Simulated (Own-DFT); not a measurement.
# Computed records: AlGa$_{3}$N$_{4}$ (wurtzite random alloy, strained, atoms displaced)

All values are calculated (Own-DFT development build). A calculation, not a measurement: plane-wave PBE density functional theory by an unreviewed code, no spin, of a simulated periodic cell, stress positive in tension, free energy of the whole cell less one offset for each atom, forces on such cells passed a denser k mesh, this cell's mesh not checked; offsets are fitted by least squares, one for each functional and potential file, so energies compare only between cells with the same atoms and settings and are not formation energies; the far tail of each file's local potential was reset to the Coulomb form; each entry is a single point on an unrelaxed cell, so the pressure reflects the starting lattice, mostly measured values, from which strain is counted, and rises with the displacements; printed positions are rounded, which can move forces by about a meV/angstrom; the program is a retired in-house code; no spin-orbit coupling.

### AlGa$_{3}$N$_{4}$ (wurtzite random alloy, strained, atoms displaced)

```xyz
72
Lattice="9.7708 0.0000 0.0000 -4.8854 8.4617 0.0000 0.0000 0.0000 10.2685" Properties=species:S:1:pos:R:3 AlGa3N4
Ga    -0.0427     1.7109    10.2537
Ga     1.6797     0.9314     2.5527
N     -0.0614     1.8809     1.9885
N      1.5391     0.8746     4.4565
Ga    -0.0560     1.9701     5.1025
Al     1.6543     0.9353     7.7434
N     -0.0827     1.8546     7.1222
N      1.5891     0.9715     9.6602
Ga    -1.6181     4.7456     0.0511
Ga     0.0528     3.6727     2.5936
N     -1.6322     4.7064     1.9184
N     -0.0879     3.6726     4.5649
Ga    -1.6981     4.5846     5.1868
Ga    -0.0296     3.7459     7.6474
N     -1.7053     4.7984     7.1212
N      0.0217     3.7441     9.5818
Ga    -3.3485     7.5897    10.2540
Ga    -1.6184     6.6526     2.5874
N     -3.3135     7.4531     1.9785
N     -1.5986     6.4950     4.5994
Ga    -3.2790     7.4507     5.1618
Ga    -1.5428     6.6108     7.7509
N     -3.2549     7.5308     7.0674
N     -1.5785     6.6236     9.6593
Ga     3.3106     1.8422    10.2681
Ga     4.9757     0.8750     2.5967
N      3.2684     1.8295     1.9459
N      4.9111     0.9419     4.4949
Ga     3.2104     1.8898     5.2098
Ga     4.9051     0.9270     7.6655
N      3.3194     1.9316     7.0556
N      4.7701     0.9392     9.7088
Al     1.5701     4.7170    10.2510
Ga     3.2159     3.8025     2.5713
N      1.5551     4.6621     1.8950
N      3.2245     3.8810     4.4514
Ga     1.6927     4.7223     5.0994
Al     3.2859     3.7579     7.7273
N      1.7325     4.6738     7.0428
N      3.2228     3.7890     9.6582
Ga    -0.0934     7.5736    10.2446
Al     1.6028     6.6080     2.5828
N     -0.0281     7.5210     2.0177
N      1.6909     6.4419     4.4784
Al     0.0673     7.5027     5.1751
Ga     1.6838     6.5171     7.6772
N      0.0377     7.4690     7.0578
N      1.6155     6.6176     9.6652
Ga     6.5765     1.8899    10.2536
Al     8.1951     0.9335     2.5717
N      6.5020     1.9169     1.8926
N      8.1947     0.9339     4.4896
Al     6.4770     1.7876     5.1019
Ga     8.1017     0.8632     7.7459
N      6.5009     1.8833     7.0621
N      8.0229     0.9431     9.5381
Al     4.8695     4.7050     0.1206
Ga     6.4789     3.7193     2.5293
N      4.9345     4.6908     1.9341
N      6.4841     3.7632     4.5587
Al     4.9315     4.5768     5.1815
Ga     6.5068     3.7633     7.6233
N      4.8871     4.6878     7.0523
N      6.5459     3.7350     9.5984
Ga     3.2672     7.4262    10.2340
Ga     4.8844     6.5500     2.6287
N      3.2540     7.5564     1.9246
N      4.8848     6.6723     4.4976
Ga     3.2295     7.4717     5.0976
Ga     4.8710     6.6584     7.7445
N      3.2074     7.4736     7.1351
N      4.9036     6.6255     9.6427
```

| Quantity | Value |
| --- | --- |
| functional | PBE |
| potential files | PseudoDojo norm-conserving, scalar-relativistic, standard set with the stringent files for Ga |
| wave cutoff | 96 hartree |
| occupations | Gaussian |
| smearing width | 0.01 eV |
| k mesh | 4 x 4 x 3 centred on Gamma |
| free energy of cell above offsets | -9.004 eV |
| pressure | -2.54 GPa |
| stress xx | 5.77 GPa |
| stress yy | 5.94 GPa |
| stress zz | -4.1 GPa |
| stress yz | -0.24 GPa |
| stress xz | 0.51 GPa |
| stress xy | -0.32 GPa |

Force:
```csv
element,x (eV/Å),y (eV/Å),z (eV/Å)
Ga,-0.728,2.544,0.085
Ga,-0.758,-0.407,-0.036
N,0.426,-1.29,-0.904
N,1.139,1.012,1.445
Ga,0.754,-3.453,1.395
Al,-0.738,0.264,-1.099
N,1.526,-0.403,-0.377
N,0.795,-0.556,-0.907
Ga,0.21,-0.909,-1.561
Ga,-1.367,1.282,-0.351
N,0.12,-0.069,1.631
N,1.117,2.806,-0.889
Ga,0.753,1.641,-0.315
Ga,0.03,0.226,0.473
N,1.074,-1.225,-0.348
N,0.078,0.231,1.139
Ga,1.581,-0.823,0.772
Ga,-0.779,-1.605,0.705
N,0.7,1.022,-0.775
N,0.587,1.054,-0.475
Ga,0.74,0.661,-0.612
Ga,-1.215,-0.137,-0.801
N,0.236,1.029,1.531
N,-1.668,-0.268,0.254
Ga,-1.998,1.84,0.75
Ga,-0.992,1.19,-0.905
N,0.46,0.658,0.369
N,0.046,-0.898,1.477
Ga,-0.417,-0.273,-2.512
Ga,0.146,-0.026,0.611
N,-1.304,-0.359,1.975
N,2.547,-0.382,-1.75
Al,0.015,-0.546,-0.465
Ga,0.225,-0.801,-1.256
N,0.829,1.399,0.338
N,1.893,-1.674,1.144
Ga,-1.445,-1.506,1.008
Al,0.267,0.409,0.055
N,-0.571,-0.546,0.469
N,0.55,0.554,0.104
Ga,1.683,-0.331,0.932
Al,0.223,-0.706,-1.037
N,1.416,-0.415,-0.623
N,-1.467,3.161,-0.572
Al,-1.03,-0.693,-1.001
Ga,-0.978,-0.191,0.768
N,0.508,0.769,-0.194
N,-0.531,-1.173,0.087
Ga,-1.498,0.597,-0.37
Al,-0.75,-0.092,-0.068
N,1.027,-1.444,1.209
N,-2.235,-0.164,-0.221
Al,1.113,0.974,0.385
Ga,-0.032,0.891,-2.72
N,0.072,-0.637,-0.989
N,1.532,-1.234,2.992
Al,0.403,-0.523,-2.821
Ga,1.178,0.774,0.557
N,-1.204,0.241,0.615
N,-0.747,-1.779,-0.519
Al,-1.118,1.749,-0.643
Ga,-0.053,0.056,1.223
N,-0.875,0.126,0.249
N,-1.149,1.003,0.945
Ga,-0.898,1.185,0.47
Ga,-0.269,0.354,-0.803
N,-0.727,-0.295,0.788
N,-0.341,-2.33,1.184
Ga,0.83,0.657,0.505
Ga,0.545,-1.152,-1.313
N,0.841,0.517,-1.164
N,-0.339,-1.561,0.753
```
